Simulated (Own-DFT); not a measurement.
# Computed records: Si₁₂O₂₃ (quartz with two neutral oxygen vacancies, atoms displaced)

Computed with Own-DFT development build. A calculation, not a measurement: plane-wave PBE and HSE06 DFT by an unreviewed code, no spin, of a simulated cell at Gamma alone, so results move with cell size and shape, stress positive in tension, energies less offsets, not probed for a lower state with spin; oxygen file: force components 24 meV/angstrom off all-electron in a glass; k mesh not checked against a denser one; forces and stress are PBE's, HSE06 gives the energy alone, and its difference from PBE has offsets of its own; offsets are fitted by least squares, one for each functional and potential file, so energies compare only between cells with the same atoms and settings and are not formation energies; the far tail of each file's local potential was reset to the Coulomb form; each entry is a single point on an unrelaxed cell, so the pressure reflects the starting lattice, mostly measured values (interpolated for alloys), from which strain is counted, and rises with the displacements; printed positions are rounded, which can move forces by about a meV/angstrom; the program, named Own-DFT, is a retired in-house code; no spin-orbit coupling.

Settings shared by all entries: first functional PBE; second functional HSE06; exact exchange share 0.25; screening 0.11 1/bohr; exchange divergence Gygi-Baldereschi; potential files PseudoDojo norm-conserving, scalar-relativistic, made for PBE, standard set; wave cutoff 48 hartree; occupations fixed; k mesh 1 x 1 x 1 centred on Gamma.

(1) Si₁₂O₂₃ (quartz with two neutral oxygen vacancies, atoms displaced)

```
Si12O23
1.0
      9.8268     0.0000     0.0000
     -4.9134     8.5103     0.0000
      0.0000     0.0000    10.8104
Si O Si O Si O Si O Si O Si O Si O Si O
3 6 3 6 3 6 3 5 3 6 3 6 3 6 3 5
Direct
  0.23256 0.99351 0.99994
  0.99898 0.23428 0.33385
  0.26394 0.26334 0.16681
  0.20069 0.12492 0.05537
  0.43158 0.29494 0.22728
  0.36449 0.07425 0.39098
  0.06625 0.36423 0.44170
  0.13370 0.20523 0.26894
  0.29056 0.42301 0.10521
  0.23471 0.00256 0.50173
  0.00298 0.23999 0.83961
  0.26123 0.26206 0.66170
  0.20371 0.13405 0.55806
  0.42748 0.29355 0.72434
  0.36441 0.07061 0.89328
  0.06796 0.36100 0.94321
  0.13821 0.20305 0.77437
  0.29339 0.42681 0.60889
  0.23731 0.49766 0.99914
  0.00190 0.73502 0.33441
  0.26307 0.76960 0.16439
  0.20732 0.63497 0.05823
  0.42451 0.79145 0.22333
  0.36837 0.57823 0.39468
  0.07599 0.86642 0.43913
  0.13540 0.70992 0.27368
  0.29376 0.92575 0.10381
  0.22759 0.49865 0.49626
  0.99223 0.72866 0.82997
  0.26364 0.76456 0.66793
  0.20824 0.62874 0.55988
  0.42293 0.79162 0.73071
  0.36604 0.57855 0.88681
  0.06692 0.86247 0.94202
  0.29913 0.93262 0.60973
  0.73331 0.00304 0.99901
  0.50140 0.23247 0.33454
  0.76087 0.26112 0.16418
  0.70413 0.12835 0.06171
  0.92725 0.29583 0.22370
  0.86995 0.07321 0.39380
  0.57159 0.36543 0.44577
  0.63474 0.20980 0.27660
  0.79794 0.42827 0.10496
  0.73535 0.99458 0.49785
  0.49961 0.23651 0.83555
  0.76118 0.26177 0.66595
  0.70661 0.12372 0.56146
  0.92547 0.29067 0.72415
  0.86177 0.07222 0.89221
  0.57197 0.37049 0.94050
  0.63807 0.20548 0.76844
  0.78964 0.42078 0.61093
  0.73491 0.49912 0.99786
  0.50180 0.73954 0.33238
  0.76875 0.76196 0.16507
  0.71277 0.63631 0.06045
  0.92665 0.79144 0.22474
  0.86758 0.56949 0.39777
  0.57061 0.86829 0.43935
  0.63501 0.70550 0.27347
  0.78327 0.92343 0.10688
  0.74080 0.50534 0.50432
  0.49445 0.73449 0.83225
  0.76910 0.76461 0.66688
  0.70423 0.63212 0.55951
  0.86976 0.57480 0.89138
  0.57204 0.86892 0.93976
  0.63607 0.70963 0.76957
  0.79514 0.93106 0.60416
```

| Item | Value |
| --- | --- |
| PBE energy of cell above offsets | -21.721 eV |
| HSE06 less PBE above offsets | 0.047 eV |
| PBE pressure | 6.67 GPa |
| PBE stress xx | -4.03 GPa |
| PBE stress yy | -9.08 GPa |
| PBE stress zz | -6.92 GPa |
| PBE stress yz | 0.08 GPa |
| PBE stress xz | 0.68 GPa |
| PBE stress xy | 0.05 GPa |

Force:
```csv
element,x (eV/Å),y (eV/Å),z (eV/Å)
Si,-1.1,0.713,-1.647
Si,-0.084,0.057,-1.507
Si,2.274,-1.087,-1.473
O,-0.635,2.079,1.742
O,-1.276,0.01,-1.07
O,-0.389,-1.249,0.592
O,-0.278,-0.234,-0.316
O,-1.617,-0.381,1.822
O,0.606,0.381,0.128
Si,1.222,-0.534,-0.445
Si,0.189,-3.726,-5.1
Si,0.92,1.6,2.303
O,-0.401,-1.052,-1.301
O,0.172,-0.204,0.12
O,0.733,0.42,-0.439
O,0.678,3.186,2.733
O,-2.137,0.095,1.424
O,-1.104,0.928,-1.521
Si,-1.365,1.402,-0.472
Si,-1.005,-0.862,-0.171
Si,1.917,-2.286,0.723
O,0.245,-0.77,-0.568
O,0.016,0.409,-0.06
O,-0.371,-0.807,-0.095
O,-0.429,0.3,0.712
O,0.238,-0.411,0.039
O,0.339,1.167,0.501
Si,3.593,-1.017,0.701
Si,1.189,4.045,-3.953
Si,-2.474,-0.535,0.795
O,-2.074,2.556,1.426
O,-1.182,1.129,-1.84
O,-1.296,-3.731,2.15
O,-0.003,-0.688,-0.516
O,-0.134,0.011,-0.437
Si,1.227,-2.442,-0.419
Si,-1.198,2.142,1.42
Si,0.44,1.196,1.254
O,-1.823,1.416,0.332
O,0.428,-0.323,0.447
O,0.169,-0.578,-0.559
O,0.491,0.067,-0.327
O,1.864,-0.513,-1.063
O,-0.234,-0.279,-0.202
Si,-0.844,1.207,-0.516
Si,0.653,-1.092,-2.139
Si,3.16,-1.106,-1.883
O,-1.123,1.44,0.255
O,1.276,0.253,1.052
O,0.891,0.852,-0.608
O,-0.35,-0.502,-0.101
O,-4.276,-1.043,4.198
O,-0.591,2.322,-1.117
Si,0.698,0.826,0.85
Si,0.386,-1.061,-0.884
Si,-2.842,2.038,0.798
O,0.029,-1.773,-1.846
O,1.825,0.296,1.036
O,1.265,1.385,-1.484
O,-0.198,0.083,0.049
O,-0.189,0.029,0.198
O,1.043,-0.442,0.655
Si,-1.013,-3.148,-0.092
Si,4.074,2.447,0.237
Si,1.966,1.378,0.977
O,-0.54,0.743,-0.011
O,-0.945,-3.441,1.509
O,-0.64,-0.801,-0.551
O,-2.175,-0.471,1.644
O,2.12,-2.02,1.907
```

(2) Si₁₂O₂₃ (quartz with two neutral oxygen vacancies, atoms displaced)

```
Si12O23
1.0
      9.8268     0.0000     0.0000
     -4.9134     8.5103     0.0000
      0.0000     0.0000    10.8104
Si O Si O Si O Si O Si O Si O Si O Si O
3 6 3 6 3 6 3 6 3 6 3 6 3 6 3 4
Direct
  0.23252 0.00063 0.99952
  0.99972 0.23217 0.33105
  0.27153 0.26240 0.16843
  0.20762 0.13238 0.06256
  0.42504 0.29263 0.23123
  0.36939 0.06899 0.38872
  0.07464 0.36795 0.44046
  0.12804 0.20097 0.27326
  0.29048 0.42443 0.10381
  0.24057 0.00443 0.49439
  0.99978 0.23195 0.83280
  0.26142 0.25728 0.66820
  0.20380 0.12743 0.55634
  0.43349 0.29548 0.72308
  0.36638 0.07331 0.89950
  0.07307 0.36497 0.94304
  0.13258 0.20715 0.77141
  0.28936 0.43091 0.60642
  0.23068 0.50297 0.99642
  0.00273 0.73802 0.33193
  0.25931 0.76238 0.16514
  0.20291 0.62810 0.06122
  0.43090 0.79742 0.22577
  0.36598 0.56940 0.39345
  0.07316 0.86487 0.44146
  0.13234 0.70003 0.28159
  0.29519 0.92723 0.10162
  0.23646 0.49970 0.49480
  0.99882 0.73791 0.83335
  0.26151 0.76543 0.67057
  0.20765 0.63322 0.56142
  0.42257 0.78738 0.72333
  0.36336 0.57111 0.89349
  0.07210 0.87099 0.93642
  0.13131 0.70582 0.77302
  0.29509 0.92482 0.60859
  0.73247 0.00223 0.00124
  0.49982 0.23308 0.33286
  0.76082 0.26878 0.16440
  0.70664 0.13619 0.06225
  0.92645 0.29380 0.22881
  0.87008 0.07986 0.38935
  0.56913 0.36156 0.44277
  0.62901 0.20656 0.27479
  0.78834 0.43189 0.10836
  0.73771 0.99767 0.49792
  0.49767 0.23185 0.83339
  0.76380 0.26792 0.66869
  0.70465 0.13732 0.55770
  0.92622 0.29720 0.72880
  0.86991 0.07156 0.89092
  0.56865 0.36627 0.94059
  0.63266 0.21017 0.77685
  0.78557 0.41892 0.60580
  0.73103 0.49874 0.99277
  0.50429 0.73940 0.33006
  0.76630 0.76414 0.16320
  0.70638 0.62789 0.05878
  0.92849 0.79283 0.22723
  0.86575 0.57683 0.39568
  0.57704 0.86988 0.43791
  0.63831 0.70586 0.27174
  0.79694 0.92575 0.10882
  0.73340 0.50238 0.49842
  0.49880 0.73311 0.82807
  0.76337 0.76578 0.66464
  0.70989 0.63825 0.56046
  0.86289 0.57219 0.89287
  0.57706 0.87132 0.94319
  0.79251 0.92938 0.60557
```

| Property | Result |
| --- | --- |
| PBE energy of cell above offsets | -21.482 eV |
| HSE06 less PBE above offsets | 0.032 eV |
| PBE pressure | 7.03 GPa |
| PBE stress xx | -6.89 GPa |
| PBE stress yy | -7.39 GPa |
| PBE stress zz | -6.79 GPa |
| PBE stress yz | -0.12 GPa |
| PBE stress xz | 1.08 GPa |
| PBE stress xy | -0.57 GPa |

Force:
```csv
element,x (eV/Å),y (eV/Å),z (eV/Å)
Si,-0.236,-0.266,0.576
Si,-0.042,3.372,0.377
Si,-4.743,1.542,-0.639
O,-0.389,-0.303,-0.415
O,1.4,0.781,0.033
O,-0.004,-0.545,-0.2
O,-0.836,-1.442,-1.139
O,2.624,0.013,-1.258
O,0.515,-0.483,0.486
Si,0.647,-2.928,1.542
Si,-1.278,1.811,0.332
Si,0.599,3.201,-2.569
O,-0.862,1.602,1.129
O,-1.459,-0.42,-0.453
O,0.877,0.528,-1.707
O,-1.174,-1.483,-1.296
O,0.402,-0.914,0.665
O,2.081,-2.801,2.007
Si,2.579,-2.234,1.471
Si,-0.504,-1.083,1.415
Si,1.18,0.406,1.533
O,-1.727,1.785,0.74
O,-1.75,0.029,-1.28
O,2.075,2.476,-2.618
O,0.155,0.836,0.323
O,1.494,0.431,-1.747
O,0.335,-1.127,1.186
Si,-1.749,0.653,2.272
Si,-2.214,-0.782,-2.396
Si,1.229,-1.22,-2.829
O,-0.299,0.142,-0.213
O,0.027,0.954,0.162
O,0.742,0.926,-1.104
O,-0.447,0.209,0.665
O,-1.291,-0.674,1.755
O,-1.226,2.119,-1.382
Si,2.811,0.518,0.391
Si,-0.462,0.867,1.49
Si,1.652,0.745,2.199
O,-0.215,-0.57,-0.955
O,-1.984,0.441,-1.605
O,-1.273,-3.531,1.956
O,-0.173,0.614,0.212
O,2.371,-0.18,-1.479
O,0.406,-0.336,-0.123
Si,-1.718,3.428,-0.522
Si,-0.738,0.586,0.647
Si,0.948,-2.293,-0.282
O,0.994,-1.241,-0.212
O,0.558,-0.101,0.33
O,-0.991,-1.276,1.28
O,-0.812,-0.991,-0.564
O,1.363,-0.65,-0.109
O,-1.19,3.053,-1.109
Si,0.16,-0.552,2.187
Si,0.284,-2.097,0.856
Si,0.762,-0.909,0.23
O,-1.212,1.594,0.427
O,-0.416,0.455,-1.213
O,0.452,0.181,-0.795
O,-0.515,-0.744,-0.31
O,-1.085,-0.268,0.878
O,-1.101,1.809,-1.368
Si,0.347,-1.585,0.726
Si,2.991,0.415,0.365
Si,0.047,0.491,4.858
O,-0.324,-1.266,-1.437
O,1.63,0.807,-1.6
O,-1.646,-2.433,-1.744
O,1.347,-0.096,0.975
```
